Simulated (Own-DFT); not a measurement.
# Point defects and the pressure they add: zincblende GaP

No measurement is shown. These are fixed-geometry runs of a retired plane-wave code named Own-DFT, which no person has reviewed; spin and spin-orbit coupling are neglected.

Method: PBE; PseudoDojo norm-conserving scalar-relativistic files; cutoff 42 hartree; 2 x 3 x 3 k mesh centred on Gamma; Fermi-Dirac smearing of 0.1 eV.

Caveats (not all hold for every row): not probed for a lower state with spin; forces on such cells failed a check on a denser k mesh; forces on such cells moved up to 12 meV/angstrom on a denser k mesh; forces on such cells passed a denser k mesh, each cell not checked; stress not checked against mesh or cutoff.

All runs share one cell, with vectors in Å (16.352, 0.000, 0.000); (0.000, 10.901, 0.000); (0.000, 0.000, 10.901) and a volume of 1943.1 Å³. The atoms are randomly displaced, by u rms on each axis. The defect's site can differ from row to row.

| cell | formula | u (Å) | P (GPa) |
|---|---|---|---|
| no defect | Ga48P48 | 0.0196 | 2.70 |
| no defect | Ga48P48 | 0.0199 | 2.72 |
| no defect | Ga48P48 | 0.0470 | 3.15 |
| one Ga on a P site | Ga49P47 | 0.0292 | 3.18 |
| one Ga on a P site | Ga49P47 | 0.0299 | 3.15 |
| one Ga on a P site | Ga49P47 | 0.0488 | 3.55 |
| one P on a Ga site | Ga47P49 | 0.0305 | 2.96 |
| one P on a Ga site | Ga47P49 | 0.0461 | 3.19 |
| one P on a Ga site | Ga47P49 | 0.0495 | 3.35 |
| one Ga on a P site and one P on a Ga site | Ga48P48 | 0.0295 | 2.94 |
| one Ga on a P site and one P on a Ga site | Ga48P48 | 0.0299 | 2.94 |
| one Ga on a P site and one P on a Ga site | Ga48P48 | 0.0513 | 3.41 |
| one Ga on a P site and one P on a Ga site | Ga48P48 | 0.0541 | ? |
| two P vacancies | Ga48P46 | 0.0278 | 2.48 |
| two P vacancies | Ga48P46 | 0.0487 | 2.88 |
| two P vacancies | Ga48P46 | 0.0516 | 2.95 |

## Analysis

P = P0 + c u² + a shift for each defect gives P0 = 2.61 GPa, c = 252 ± 8 GPa/Å² and a scatter of 0.02 GPa. The shifts, and each times the cell's volume:

- one Ga on a P site: 0.34 ± 0.02 GPa, 4.1 eV
- one Ga on a P site and one P on a Ga site: 0.12 ± 0.02 GPa, 1.5 eV
- one P on a Ga site: 0.09 ± 0.02 GPa, 1.1 eV
- two P vacancies: -0.32 ± 0.02 GPa, -3.9 eV (-2.0 eV for each of its 2 sites)

Positive is outwards. The product with the volume (160.2 GPa Å³ to the eV) is nearly free of the cell's size; divided by the bulk modulus at the cell's pressure it gives the volume that the defect adds. The atoms around the defects weren't relaxed, which would change these numbers.

## Test on the hidden row

Asked: what pressure belongs in the blank (one Ga on a P site and one P on a Ga site, u = 0.0541 Å)?

Estimate: 3.47 ± 0.03 GPa. DFT gave 3.40 GPa.
